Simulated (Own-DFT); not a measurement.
## Calculated data, GaAs (zincblende with one plane slipped along a stacking-fault path, atoms displaced)

All values are calculated (Own-DFT development build). A calculation, not a measurement: plane-wave PBE density functional theory by an unreviewed code, no spin, of a simulated periodic cell, stress positive in tension, free energy of the whole cell less one offset for each atom, forces on such cells passed a denser k mesh, this cell's mesh not checked; offsets are fitted by least squares, one for each functional and potential file, so energies compare only between cells with the same atoms and settings and are not formation energies; the far tail of each file's local potential was reset to the Coulomb form; each entry is a single point on an unrelaxed cell, so the pressure reflects the starting lattice, mostly measured values (interpolated for alloys), from which strain is counted, and rises with the displacements; printed positions are rounded, which can move forces by about a meV/angstrom; the program, named Own-DFT, is a retired in-house code; no spin-orbit coupling.

Common to all runs: functional PBE; potential files PseudoDojo norm-conserving, scalar-relativistic, standard set; wave cutoff 42 hartree; occupations Fermi-Dirac; smearing width 0.1 eV; k mesh 4 x 4 x 2 centred on Gamma.

(1) GaAs (zincblende with one plane slipped along a stacking-fault path, atoms displaced)

```xyz
48
Lattice="5.6533 -5.6533 0.0000 0.0000 5.6533 -5.6533 11.6364 11.6364 10.6470" Properties=species:S:1:pos:R:3 GaAs
Ga    11.6843    11.5982    10.5696
As     6.9812     1.4340    -4.1975
Ga     2.7920     2.8221     0.0598
As     4.2179     4.1973     1.4070
Ga     5.6429     2.7595     2.7027
As     7.1011     4.2393     4.1682
Ga     5.9384     6.0580     5.0206
As     7.4334     7.2665     6.4150
Ga     8.8008     8.8958     4.9546
As    10.2394    10.1745     6.3492
Ga    11.5702     8.8070     7.8528
As    13.0953    10.2395     9.3151
Ga     5.6205    -2.7662    -2.7921
As     7.1089    -1.3466    -1.3900
Ga     2.8130     5.6615    -2.8802
As     4.2768     7.0883    -1.4157
Ga     5.5854     5.5760     0.0860
As     7.0195     7.0984     1.3555
Ga     6.0796     8.6917     2.1821
As     7.3877    10.2469     3.6125
Ga     8.8204    11.6533     2.1768
As    10.0974    13.0781     3.5747
Ga    11.6572    11.6087     4.9973
As    13.0626    13.0699     6.4443
Ga     2.7640     2.8146    -5.5591
As     4.2726     4.2292    -4.2549
Ga     5.6794    -0.0111    -0.0111
As     7.1151     1.3904     1.2890
Ga     8.5397     0.0479     2.7955
As     9.9855     1.4702     4.2834
Ga     8.7330     3.1392     5.0126
As    10.2231     4.6339     6.4650
Ga    11.5457     6.0082     4.9548
As    13.1281     7.3699     6.5309
Ga    14.4340     5.9797     7.8264
As    15.9333     7.3225     9.2147
Ga     2.9435     0.0478    -2.7867
As     4.2281     1.4392    -1.4495
Ga     5.6400     2.9768    -2.7251
As     7.0551     4.1721    -1.4006
Ga     8.4695     2.7795    -0.0391
As     9.9893     4.2589     1.3725
Ga     8.8402     5.9915     2.2373
As    10.2370     7.4467     3.5854
Ga    11.7109     8.8551     2.1828
As    13.0663    10.2234     3.4957
Ga    14.5019     8.7828     4.9459
As    15.7966    10.4039     6.4230
```

It was run with hardware one NVIDIA H100.

It finds free energy of cell above offsets -12.523 eV; pressure 5.74 GPa; stress xx -6.04 GPa; stress yy -6.08 GPa; stress zz -5.09 GPa; stress yz -0.64 GPa; stress xz -0.75 GPa; stress xy 2.62 GPa; wall time 772.8 s.

Force:
```tsv
element	x (eV/Å)	y (eV/Å)	z (eV/Å)
Ga	-0.325	0.617	1.023
As	0.037	0.169	-0.085
Ga	-0.307	-0.437	-0.47
As	-0.266	-0.025	0.48
Ga	0.642	0.188	0.683
As	-2.007	1.156	-3.01
Ga	3.051	-2.715	2.888
As	-0.225	1.668	-0.174
Ga	-0.157	-1.026	0.355
As	-0.073	0.593	0.693
Ga	0.71	0.037	0.088
As	0.243	-0.539	-1.214
Ga	-0.047	0.233	-0.304
As	-0.082	-0.712	-0.284
Ga	0.324	0.353	0.151
As	-0.022	-0.692	-0.247
Ga	0.572	0.527	-0.972
As	2.57	-4.243	-3.638
Ga	-2.186	4.245	3.816
As	-0.411	0.043	-0.404
Ga	-0.226	-0.553	0.263
As	1.66	-0.699	0.064
Ga	-0.024	0.446	-0.314
As	-0.662	-0.456	0.456
Ga	0.991	-0.284	-0.751
As	-0.303	0.329	0.014
Ga	-0.551	0.117	-0.339
As	-0.279	-0.204	1.097
Ga	-0.245	-0.105	0.607
As	-2.966	0.99	-3.809
Ga	1.345	0.155	3.136
As	-0.045	-0.951	-0.393
Ga	0.873	0.124	0.787
As	-1.291	0.825	-1.513
Ga	1.336	-0.473	0.006
As	-0.777	0.823	0.198
Ga	-1.815	0.19	0.326
As	0.56	0.626	1.196
Ga	-0.526	-1.338	-1.013
As	0.88	1.772	0.631
Ga	0.929	0.797	0.09
As	-0.307	-0.53	-2.361
Ga	-0.352	0.175	1.759
As	-0.22	0.438	-0.222
Ga	-0.461	-0.801	-0.921
As	0.199	0.076	1.343
Ga	-0.944	1.03	1.361
As	1.177	-1.96	-1.079
```

(2) GaAs (zincblende with one plane slipped along a stacking-fault path, atoms displaced)

```xyz
48
Lattice="5.6533 -5.6533 0.0000 0.0000 5.6533 -5.6533 11.6364 11.6364 10.6470" Properties=species:S:1:pos:R:3 GaAs
Ga    17.2222    11.6022     4.9858
As     1.4541     7.0027    -4.3458
Ga     2.8110     2.7730     0.0978
As     4.2565     4.3151     1.4614
Ga     5.6814     2.8222     2.7777
As     7.1358     4.2039     4.2458
Ga     5.9401     6.1005     5.0608
As     7.4518     7.5171     6.4169
Ga     8.7452     8.7594     4.9971
As    10.2396    10.3189     6.5038
Ga    11.6422     8.8253     7.7682
As    13.1011    10.2738     9.1794
Ga     5.6591    -2.7514    -2.7800
As     6.9846    -1.2920    -1.4155
Ga     2.7873     5.4948    -2.8197
As     4.2074     7.0108    -1.4201
Ga     5.7170     5.5866     0.0626
As     7.0728     7.0895     1.4176
Ga     6.0171     8.7260     2.1768
As     7.4032    10.2400     3.5739
Ga     8.7515    11.5207     2.1158
As    10.2699    13.0107     3.6459
Ga    11.6799    11.6443     4.9903
As    12.9583    13.0438     6.4251
Ga     2.8714    -2.8230     0.0037
As     4.1010     4.1752    -4.2691
Ga     5.6084    -0.0288     0.0349
As     7.0526     1.4101     1.2905
Ga     8.3285     0.0257     2.8361
As     9.9739     1.3917     4.3436
Ga     8.7930     3.2062     5.0063
As    10.2609     4.5201     6.3952
Ga    11.5939     6.0898     5.0243
As    13.1989     7.3548     6.4128
Ga    14.3538     5.9047     7.8100
As    15.9407     7.2579     9.2586
Ga    14.5111    11.5638     7.7569
As     4.1714     1.3637    -1.3416
Ga     5.6330     2.8979    -2.9250
As     6.9729     4.1965    -1.3457
Ga     8.4729     2.9019     0.1186
As     9.9123     4.3313     1.3510
Ga     8.7731     6.0115     2.2064
As    10.3127     7.4239     3.5960
Ga    11.6643     8.8045     2.1343
As    13.0529    10.2784     3.7414
Ga    14.5869     8.8162     4.9498
As    15.7902    10.2913     6.3065
```

It was run with hardware one NVIDIA H100.

It finds free energy of cell above offsets -10.997 eV; pressure 6.08 GPa; stress xx -7.01 GPa; stress yy -6.08 GPa; stress zz -5.15 GPa; stress yz 0 GPa; stress xz -0.53 GPa; stress xy 2.8 GPa; wall time 830.7 s.

Force:
```tsv
element	x (eV/Å)	y (eV/Å)	z (eV/Å)
Ga	1.448	-0.225	-0.078
As	-1.002	-0.248	1.55
Ga	0.451	1.24	-0.958
As	-0.721	-0.553	0.25
Ga	-0.33	-0.308	0.477
As	-3.462	2.231	-2.783
Ga	5.045	-3.1	3.218
As	-0.434	-1.735	0.655
Ga	1.647	1.46	-0.585
As	-0.287	-1.083	-1.221
Ga	0.46	-0.412	0.521
As	-0.428	-0.888	0.539
Ga	-0.707	-0.499	-0.349
As	0.368	-1.547	0.865
Ga	0.251	1.687	-0.112
As	0.269	0.297	0.249
Ga	-0.845	1.053	-0.34
As	0.255	-1.872	-3.491
Ga	-1.693	2.966	2.967
As	-0.86	-0.363	0.489
Ga	0.85	0.991	0.147
As	-0.253	-0.133	-1.589
Ga	-0.838	0.344	0.949
As	1.098	0.631	0.23
Ga	-1.158	-1.438	-1.157
As	1.521	0.75	0.413
Ga	-0.755	0.19	0.004
As	-0.243	0.019	1.104
Ga	0.791	-0.051	0.52
As	-5.293	2.017	-4.294
Ga	2.828	-1.406	2.611
As	-0.114	0.639	0.034
Ga	0.999	-0.801	0.323
As	-1.257	1.017	-0.537
Ga	0.798	0.184	1.154
As	-1.269	1.647	-1.041
Ga	-0.778	1.404	0.504
As	0.545	0.55	-1.047
Ga	-0.031	-1.344	0.551
As	0.8	-0.119	-0.713
Ga	0.5	-0.444	-1.327
As	1.064	-0.978	-1.887
Ga	1.099	0.113	3.03
As	-1.212	0.206	-0.349
Ga	0.28	0.797	0.946
As	0.101	-1.41	-1.462
Ga	-0.785	-0.46	0.052
As	1.283	-1.015	0.967
```

(3) GaAs (zincblende with one plane slipped along a stacking-fault path, atoms displaced)

```xyz
48
Lattice="5.6533 -5.6533 0.0000 0.0000 5.6533 -5.6533 11.6364 11.6364 10.6470" Properties=species:S:1:pos:R:3 GaAs
Ga     0.0663     0.0459    -0.0256
As     7.1177     1.3872    -4.2255
Ga     2.8346     2.7170    -0.1125
As     4.1262     4.3083     1.3472
Ga     5.6517     2.8939     2.8411
As     7.0263     4.3377     4.1398
Ga     6.0945     6.0631     5.0069
As     7.3092     7.2559     6.3910
Ga     8.8099     8.7366     4.9995
As    10.2553    10.2811     6.5247
Ga    11.6434     8.8586     7.8165
As    13.1088    10.1958     9.1345
Ga    11.6207    14.4160     7.7638
As     7.0252    -1.3933    -1.5494
Ga     2.8130     5.6386    -2.8017
As     4.2972     6.9795    -1.3866
Ga     5.6067     5.7391    -0.0536
As     7.0342     7.0873     1.4160
Ga     6.0201     8.9643     2.1448
As     7.3762    10.2000     3.5915
Ga     8.8508    11.6614     2.1924
As    10.3209    12.9753     3.4693
Ga    11.5679    11.6269     5.0309
As    13.0858    13.0853     6.4057
Ga    14.4317    14.4184     4.9964
As     4.2989     4.3138    -4.2724
Ga     5.6589     0.0207     0.0477
As     7.0754     1.3593     1.4263
Ga     8.5579     0.0425     2.9008
As     9.9056     1.3778     4.2483
Ga     8.7764     3.2552     4.9985
As    10.2200     4.4637     6.3832
Ga    11.5826     5.8742     5.0540
As    13.0290     7.4289     6.4158
Ga    14.4993     5.9478     7.8250
As    15.8524     7.4865     9.1421
Ga    14.4776    11.5807     7.7774
As     4.2278     1.3633    -1.4226
Ga     5.6973     2.7524    -2.8931
As     7.0947     4.2554    -1.4536
Ga     8.4735     2.8542     0.0202
As     9.9303     4.2879     1.5362
Ga     8.8392     5.9512     2.1480
As    10.1927     7.4084     3.6878
Ga    11.6415     8.8303     2.2319
As    13.0217    10.1717     3.5947
Ga    14.4190     8.7525     5.0211
As    15.8964    10.1974     6.4268
```

Here we set hardware one NVIDIA H100.

Results for GaAs (zincblende with one plane slipped along a stacking-fault path, atoms displaced): free energy of cell above offsets -12.126 eV; pressure 5.86 GPa; stress xx -6.39 GPa; stress yy -6.21 GPa; stress zz -4.98 GPa; stress yz -0.81 GPa; stress xz -0.79 GPa; stress xy 1.67 GPa; wall time 790.4 s.

Force:
```tsv
element	x (eV/Å)	y (eV/Å)	z (eV/Å)
Ga	-0.51	-0.376	-0.407
As	0.145	0.023	-0.532
Ga	-0.598	1.315	0.453
As	0.755	-0.77	0.011
Ga	-0.66	-0.487	-0.842
As	0.554	-1.405	-2.474
Ga	-1.571	0.148	0.884
As	1.729	2.227	2.076
Ga	-0.562	0.849	0.891
As	-0.593	-0.953	-1.303
Ga	0.336	-0.379	-0.005
As	-0.483	0.202	1.168
Ga	0.333	0.582	-0.001
As	-0.157	-0.617	1.297
Ga	0.756	0.064	-0.269
As	-1.369	1.979	-1.1
Ga	1.266	-1.52	1.171
As	-0.374	-0.214	-1.986
Ga	2.409	-1.483	1.919
As	0.926	0.57	0.672
Ga	-0.443	-0.868	-0.623
As	-0.611	0.946	1.112
Ga	0.845	0.061	-0.152
As	-0.415	-0.954	-0.106
Ga	0.737	1.019	-0.229
As	-0.83	-1.249	0.459
Ga	0.481	-0.048	-0.944
As	0.226	0.922	0.462
Ga	-0.635	-0.383	-0.64
As	-0.7	0.891	-1.191
Ga	0.365	-1.171	1.23
As	-0.158	0.59	1.192
Ga	0.539	0.89	-0.294
As	-0.217	-1.107	0.137
Ga	-1.013	0.715	0.505
As	0.143	-1.057	1.06
Ga	0.194	0.487	-0.042
As	0.67	-0.198	-0.65
Ga	-0.439	0.771	0.507
As	-0.406	-0.19	0.379
Ga	0.305	-0.218	0.04
As	-1.527	-1.986	-3.755
Ga	-1.202	3.131	2.763
As	0.633	-0.795	-0.886
Ga	-0.28	-0.941	-0.475
As	0.504	0.711	0.342
Ga	0.879	0.121	-0.6
As	0.02	0.156	-1.224
```

(4) GaAs (zincblende with one plane slipped along a stacking-fault path, atoms displaced)

```xyz
48
Lattice="5.6533 -5.6533 0.0000 0.0000 5.6533 -5.6533 11.6364 11.6364 10.6470" Properties=species:S:1:pos:R:3 GaAs
Ga     5.6252    -0.0036    -5.5402
As     1.4522     7.0123    -4.2492
Ga     2.8406     2.8056     0.0283
As     4.3446     4.3297     1.4204
Ga     5.7256     2.8500     2.8960
As     7.1055     4.2378     4.2485
Ga     6.0266     6.0314     4.9146
As     7.3017     7.3373     6.2920
Ga     8.7646     8.7410     4.9500
As    10.1682    10.2791     6.4044
Ga    11.6210     8.7162     7.8153
As    13.1062    10.2764     9.1818
Ga     5.6618    -2.7989    -2.7083
As     7.0556    -1.4487    -1.2603
Ga     2.9004     5.6061    -2.9280
As     4.2057     7.0937    -1.5209
Ga     5.6665     5.6410     0.0309
As     7.0819     7.0645     1.4336
Ga     5.9766     8.7533     2.0908
As     7.3926    10.1474     3.5817
Ga     8.7198    11.5715     2.1300
As    10.1861    13.0234     3.5310
Ga    11.6013    11.7125     4.9412
As    13.0500    13.0080     6.4649
Ga    14.4119    14.3932     5.0115
As     4.2511     4.2315    -4.1978
Ga     5.6497    -0.0376    -0.0647
As     7.0166     1.4312     1.3962
Ga     8.5414    -0.0250     2.8290
As     9.9221     1.4893     4.2954
Ga     8.9201     3.1088     5.0869
As    10.3397     4.5805     6.5094
Ga    11.6591     6.0248     5.0892
As    12.7878     7.3900     6.4420
Ga    14.4682     6.1399     7.8881
As    15.9456     7.3683     9.3378
Ga    14.3911    11.6582     7.7707
As     4.2511     1.4292    -1.3092
Ga     5.5979     2.8412    -2.8952
As     7.1733     4.1174    -1.3022
Ga     8.4653     2.7194     0.1169
As     9.9415     4.1838     1.3372
Ga     8.8241     5.9507     2.1753
As    10.1301     7.3583     3.6213
Ga    11.6142     8.7532     2.0897
As    13.0458    10.1766     3.5966
Ga    14.4374     8.7934     4.9355
As    15.9123    10.1448     6.4430
```

The calculation gives: free energy of cell above offsets -11.496 eV; pressure 5.99 GPa; stress xx -6.27 GPa; stress yy -6.76 GPa; stress zz -4.92 GPa; stress yz -0.77 GPa; stress xz -0.45 GPa; stress xy 2.98 GPa.

Force:
```tsv
element	x (eV/Å)	y (eV/Å)	z (eV/Å)
Ga	0.617	-0.784	-0.567
As	-0.37	0.472	0.412
Ga	0.417	0.377	0.801
As	-0.805	-1.274	0.44
Ga	-0.36	0.116	-0.538
As	0.808	-0.934	-1.791
Ga	0.13	-0.482	1.45
As	1.163	0.467	1.44
Ga	0.27	0.88	0.753
As	-0.022	-0.263	0.083
Ga	-1.004	2.36	0.912
As	-1.039	-1.021	0.803
Ga	0.251	-0.338	-0.199
As	0.907	0.233	-1.557
Ga	-0.955	0.249	1.391
As	0.293	-0.445	1.079
Ga	0.564	0.592	-1.373
As	0.114	-1.554	-2.9
Ga	0.605	1.371	3.303
As	-0.782	0.583	0.092
Ga	0.231	0.227	-0.009
As	-0.618	0.023	0.062
Ga	0.142	-0.947	0.437
As	-1.018	0.927	-0.632
Ga	0.265	0.671	-0.073
As	-0.052	-0.401	-1.499
Ga	-0.259	0.455	1.147
As	-0.133	-1.195	0.896
Ga	-0.604	0.334	0.477
As	0.073	-2.881	-3.949
Ga	-1.62	3.485	3.173
As	-1.375	0.293	-0.778
Ga	-0.91	-1.448	-1.981
As	3.66	0.413	-0.114
Ga	-0.549	-0.956	-0.497
As	-0.501	0.455	-0.236
Ga	1.697	-0.326	0.591
As	-0.295	-0.193	-1.572
Ga	1.126	-0.574	1.324
As	-0.871	0.923	-1.071
Ga	0.856	0.11	-0.743
As	-1.498	0.743	-2.469
Ga	0.708	-0.441	2.171
As	1.248	-0.3	-0.335
Ga	0.512	-0.492	1.288
As	-0.267	0.676	-0.565
Ga	-0.07	-0.359	0.846
As	-0.682	0.17	0.074
```
